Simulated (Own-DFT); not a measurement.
# How strain changes the stress of 4H SiC, 72 atoms (C36Si36)

All numbers below are calculated, not measured. They come from Own-DFT, an in-house plane-wave density functional program, since retired, whose code no person has reviewed. Each row is one single-point run on a periodic cell that was not relaxed, without spin or spin-orbit coupling.

Settings of every run: PBE; PseudoDojo norm-conserving scalar-relativistic files; cutoff 42 hartree; 4 x 4 x 3 k mesh centred on Gamma; Fermi-Dirac smearing of 0.1 eV.

Known limits: forces on such cells passed a denser k mesh, each cell not checked; stress not checked against mesh or cutoff.

Unstrained cell vectors in Å: (9.248, 0.000, 0.000); (-4.624, 8.009, 0.000); (0.000, 0.000, 10.068). The unstrained cell has measured lattice constants (interpolated for alloys), not those of this functional. That, the random moves and any unrelaxed bonds set the pressure at no strain. Each run strains this cell uniformly, with the atoms carried along. Every atom was also moved at random, by a Gaussian of width 0.05 Å on each axis. Strain is the symmetric tensor, in per cent. Stress is positive in tension, and the pressure is minus a third of its trace.

| run | e_xx (%) | e_yy (%) | e_zz (%) | e_yz (%) | e_xz (%) | e_xy (%) | s_xx (GPa) | s_yy (GPa) | s_zz (GPa) | s_yz (GPa) | s_xz (GPa) | s_xy (GPa) | P (GPa) | E (meV/atom) |
|---|---|---|---|---|---|---|---|---|---|---|---|---|---|---|
| 1 | 1.89 | 1.36 | -0.30 | -0.44 | -0.87 | -0.51 | 5.34 | 4.16 | -6.45 | -0.98 | -2.63 | -2.84 | -1.02 | 12.1 |
| 2 | -0.35 | 1.48 | 1.66 | 1.12 | -0.25 | 1.76 | -3.54 | 3.05 | 4.17 | 2.86 | -1.33 | 6.58 | -1.23 | 0.0 |
| 3 | -1.89 | -0.38 | 0.35 | 0.25 | -0.78 | -0.30 | -16.01 | -9.26 | -5.76 | 1.21 | -3.02 | -0.38 | 10.34 | 34.1 |
| 4 | 1.24 | 1.68 | 1.38 | 1.22 | 1.19 | -0.61 | 3.38 | 6.15 | 1.04 | 3.70 | 4.66 | -1.52 | -3.52 | 22.9 |
| 5 | -1.89 | -1.60 | 1.66 | -0.41 | 0.67 | 0.73 | -16.02 | -15.83 | 0.30 | 0.37 | 1.36 | 3.88 | 10.52 | 55.8 |
| 6 | -1.30 | 0.24 | 0.34 | 0.74 | -0.31 | 0.81 | -11.54 | -4.95 | -3.60 | 1.78 | -0.90 | 2.81 | 6.70 | 9.3 |
| 7 | -1.44 | 0.64 | 0.36 | -1.29 | -1.20 | -0.34 | -11.51 | -3.19 | -4.84 | -4.38 | -3.58 | -2.21 | 6.52 | 20.6 |
| 8 | -1.91 | -1.24 | 0.64 | 0.20 | 1.68 | 1.03 | -18.05 | -12.98 | -4.34 | -0.05 | 5.47 | 4.62 | 11.79 | 38.8 |
| 9 | -0.21 | 1.49 | 1.87 | -1.36 | 0.73 | -1.40 | -5.41 | 3.60 | 4.86 | -3.71 | 2.27 | -6.75 | -1.02 | 25.4 |
| 10 | -1.53 | 0.54 | -1.56 | -1.07 | -0.13 | -0.86 | -12.87 | -3.23 | -19.75 | -4.47 | -1.00 | -2.30 | 11.95 | 41.7 |
| 11 | -1.66 | -0.15 | -0.65 | 1.46 | 0.74 | -1.20 | -15.63 | -9.03 | -9.77 | 5.41 | 3.09 | -4.95 | 11.48 | 36.0 |
| 12 | -0.91 | -0.71 | 1.61 | -1.83 | 0.40 | 0.96 | -11.31 | -6.70 | 1.43 | -6.19 | 1.94 | 4.25 | 5.53 | 23.6 |
| 13 | 0.13 | 0.46 | 1.00 | 1.76 | 1.08 | -0.47 | -3.25 | -0.81 | -0.56 | 5.22 | 2.86 | -1.48 | 1.54 | 16.9 |
| 14 | 1.42 | 1.51 | 1.47 | 1.87 | 0.01 | 1.56 | 2.91 | 5.25 | 2.34 | 5.55 | -0.02 | 6.97 | -3.50 | 23.7 |
| 15 | 0.23 | -1.41 | -1.21 | -1.12 | 0.71 | -1.61 | -7.34 | -13.52 | -11.98 | -4.36 | 3.12 | -5.29 | 10.95 | 29.9 |
| 16 | -1.97 | 0.20 | 1.34 | 1.14 | -1.42 | -0.97 | -16.44 | -5.82 | 1.56 | 4.02 | -4.78 | -6.78 | 6.90 | 36.0 |
| 17 | -0.21 | 1.51 | 1.98 | -1.31 | -1.67 | -1.78 | ? | ? | ? | ? | ? | ? | ? | ? |

E is the free energy for each atom above the lowest run shown.

## Worked fit

Each stress component was fitted by least squares to a constant and the strains of the runs shown, as fractions, with shears doubled. Shear strains stay in the fit of a normal stress only where such slopes are resolved. The slopes, in GPa:

```
stress  at no strain  per e_xx  per e_yy  per e_zz  scatter
  s_xx          -6.0  503 ± 24  145 ± 30   32 ± 24     0.98
  s_yy          -4.9  114 ± 24  535 ± 29   53 ± 24     0.97
  s_zz          -6.5   61 ± 38    6 ± 46  583 ± 38     1.53
```

Each shear stress against twice its own strain: yz 163 ± 8, xz 165 ± 10, xy 222 ± 13 GPa. These are stiffnesses along x, y and z of the frame in which the cell vectors are given, which need not be the crystal's axes. The atoms are held to the strained lattice; where symmetry lets them move under strain, relaxing them would lower some slopes. The table should be nearly symmetric about its diagonal, and what it lacks of that shows the noise. A ninth of its sum, 226 ± 5 GPa, estimates the bulk modulus near the mean pressure of these runs, 5.2 GPa, so it lies above the value at zero pressure.

## Withheld run

Question: what normal stresses and pressure should run 17 give?

The fit gives s_xx = -4.2, s_yy = 3.9, s_zz = 5.0 and P = -1.6 GPa. The calculation gave -4.79, 3.04, 4.77 and P = -1.00 GPa.
